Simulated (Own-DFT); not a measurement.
# PBE and PBEsol under strain: zincblende InGaAs with randomly placed atoms, 64 atoms (As32Ga24In8)

Calculated, not measured: single-point runs of Own-DFT, a retired in-house plane-wave DFT program that no person has reviewed, on unrelaxed cells, without spin or spin-orbit coupling.

Caveats: forces on such cells passed a denser k mesh, each cell not checked; stress not checked against mesh or cutoff.

Each geometry was run with PBE and with PBEsol, otherwise alike: PseudoDojo norm-conserving scalar-relativistic files made for PBE; cutoff 42 hartree; 3 x 3 x 3 k mesh centred on Gamma; Fermi-Dirac smearing of 0.1 eV. Unstrained cell vectors in Å: (11.509, 0.000, 0.000); (0.000, 11.509, 0.000); (0.000, 0.000, 11.509). Each has a uniform strain, of which the change of volume is shown, and random moves of rms u per axis. The random placing of the alloy's atoms differs from row to row.

| run | volume change (%) | u (Å) | P with PBE (GPa) | P with PBEsol (GPa) |
|---|---|---|---|---|
| 1 | -3.46 | 0.0499 | 7.82 | 4.59 |
| 2 | -0.13 | 0.0508 | 4.90 | 1.88 |
| 3 | -0.79 | 0.0530 | 5.31 | 2.25 |
| 4 | -4.53 | 0.0502 | 8.95 | 5.65 |
| 5 | 0.35 | 0.0501 | 4.67 | 1.67 |
| 6 | 2.71 | 0.0516 | 2.86 | 0.00 |
| 7 | -2.99 | 0.0465 | 7.31 | 4.11 |
| 8 | 0.72 | 0.0473 | 4.51 | 1.53 |
| 9 | -1.84 | 0.0500 | 6.45 | ? |

Q: by how much does PBEsol shrink this cell, and what belongs in the blank?

## Solution

Write v for the change of volume as a fraction. Fitted to v and u², the PBE pressure has a slope of -82 ± 3 GPa in v, with the ions held to the strained lattice. The difference PBEsol less PBE is -3.02 + 6.1 v GPa (slope ± 0.1) and averages -3.08 GPa. Divided by the mean slope of the two, 79 GPa, that makes PBEsol's volume at a given pressure, near 4 GPa, about 3.9 % smaller, or 1.30 % in lengths. At one volume PBEsol's slope is the smaller by 6 GPa, but its pressure there is lower too. If stiffness rises by about 4 GPa for each GPa, PBEsol at equal pressure is stiffer by about 6 GPa. Files made for PBEsol would give a different shift.

For run 9 the line gives 3.32 GPa. DFT gave 3.32 GPa.
